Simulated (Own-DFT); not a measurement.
# Computed records: SiC (twinned 3C silicon carbide, strained, atoms displaced)

All values are calculated (Own-DFT development build). A calculation, not a measurement: plane-wave PBE density functional theory by an unreviewed code, no spin, of a simulated periodic cell, stress positive in tension, free energy of the whole cell less one offset for each atom, forces on such cells passed a denser k mesh, this cell's mesh not checked; offsets are fitted by least squares, one for each functional and potential file, so energies compare only between cells with the same atoms and settings and are not formation energies; the far tail of each file's local potential was reset to the Coulomb form; each entry is a single point on an unrelaxed cell, so the pressure reflects the starting lattice, mostly measured values (interpolated for alloys), from which strain is counted, and rises with the displacements; printed positions are rounded, which can move forces by about a meV/angstrom; the program, named Own-DFT, is a retired in-house code; no spin-orbit coupling.

### SiC (twinned 3C silicon carbide, strained, atoms displaced)

```
SiC
1.0
      4.3492    -4.4924     0.0043
     -0.0922     4.4045    -4.3174
      8.4328     8.7104     8.7207
Si C Si C Si C Si C Si C Si C Si C Si C Si C Si C Si C Si C Si C Si C Si C Si C Si C Si C Si C Si C Si C Si C Si C Si C
1 1 1 1 1 1 1 1 1 1 1 1 1 1 1 1 1 1 1 1 1 1 1 1 1 1 1 1 1 1 1 1 1 1 1 1 1 1 1 1 1 1 1 1 1 1 1 1
Direct
  0.99574 0.00154 0.44314
  0.00990 0.00454 0.06376
  0.16103 0.32020 0.10089
  0.17306 0.34680 0.23287
  0.34590 0.17126 0.27167
  0.35830 0.19179 0.39149
  0.99122 0.50196 0.43801
  0.00141 0.50787 0.06382
  0.17667 0.84166 0.10059
  0.17366 0.83007 0.23434
  0.31903 0.65047 0.27344
  0.33413 0.65719 0.39683
  0.49707 0.98866 0.43592
  0.49361 0.99349 0.06489
  0.65722 0.33437 0.10091
  0.67961 0.34121 0.23557
  0.80934 0.16714 0.26813
  0.82947 0.17710 0.39431
  0.49239 0.48559 0.43856
  0.51825 0.50903 0.05444
  0.66291 0.83179 0.10996
  0.66698 0.83218 0.22334
  0.82144 0.65834 0.27449
  0.84119 0.67256 0.39321
  0.00654 0.00588 0.93972
  0.98916 0.00154 0.55987
  0.83408 0.67546 0.60286
  0.83017 0.67068 0.72663
  0.65233 0.82595 0.77354
  0.65888 0.82256 0.90158
  0.00928 0.50210 0.93915
  0.98756 0.49123 0.56339
  0.82748 0.16293 0.60402
  0.84149 0.17218 0.72864
  0.67803 0.34992 0.77234
  0.67688 0.34531 0.89362
  0.51316 0.99848 0.94262
  0.49704 0.99880 0.56463
  0.32182 0.65362 0.60048
  0.32615 0.66488 0.72574
  0.16331 0.82955 0.77315
  0.17545 0.83490 0.89311
  0.49637 0.48924 0.93711
  0.50267 0.50734 0.56045
  0.33276 0.16320 0.60628
  0.33361 0.15622 0.73245
  0.16058 0.33268 0.77104
  0.16785 0.33618 0.89818
```

* functional: PBE
* potential files: PseudoDojo norm-conserving, scalar-relativistic, standard set
* wave cutoff: 42 hartree
* occupations: Fermi-Dirac
* smearing width: 0.1 eV
* hardware: one NVIDIA H100
* k mesh: 5 x 5 x 2 centred on Gamma
* free energy of cell above offsets: -3.049 eV
* pressure: 9.09 GPa
* stress xx: -13.89 GPa
* stress yy: -2.71 GPa
* stress zz: -10.67 GPa
* stress yz: 0.95 GPa
* stress xz: 0.5 GPa
* stress xy: -10.57 GPa
* wall time: 186.6 s

Force:
```
element  x (eV/Å)  y (eV/Å)  z (eV/Å)
     Si    -1.864    -2.247    -3.401
      C    -1.512    -0.308     1.438
     Si     2.748     2.641    -1.991
      C    -3.179    -3.445     2.364
     Si    -1.825     0.569    -0.172
      C    -1.763    -0.772     5.164
     Si     0.575    -0.731     -0.39
      C    -0.521    -1.144     1.249
     Si     0.333     1.957     2.565
      C    -1.503     0.264    -1.185
     Si     1.796     0.929    -2.934
      C    -0.265     0.706     0.354
     Si      0.66      1.26    -1.231
      C     1.447      -0.7    -0.887
     Si     2.267    -0.172     0.147
      C    -4.522    -0.067    -1.746
     Si     3.694    -3.083     1.605
      C    -0.152    -1.232     1.808
     Si     2.012     1.371    -3.119
      C     0.473     2.969      2.88
     Si    -1.855    -3.028    -2.433
      C      2.05     2.865     3.158
     Si     1.243    -0.544    -3.554
      C     0.648     2.339     1.211
     Si    -1.076    -1.263     0.556
      C     2.439     0.865     1.003
     Si    -0.252    -0.498     0.967
      C     0.596     1.001      0.04
     Si     0.671    -0.539    -1.239
      C     0.288     -0.83    -1.735
     Si    -0.541     0.644     -0.65
      C    -0.031     0.465    -1.158
     Si     0.101     0.351     0.259
      C    -1.218      1.09     1.187
     Si    -1.573    -1.616     0.851
      C     0.575     0.186     1.888
     Si    -1.912    -0.158    -1.627
      C    -1.253    -0.201     0.091
     Si     1.004     0.513    -0.617
      C     0.413     0.364      0.84
     Si    -0.704    -1.111    -0.878
      C     1.285     1.658     1.087
     Si    -0.034     -1.14    -1.379
      C    -0.049     0.427     1.765
     Si     0.035     0.101    -0.497
      C    -0.084     0.944    -1.669
     Si     1.102    -1.219     0.023
      C    -0.764    -0.432    -0.006
```
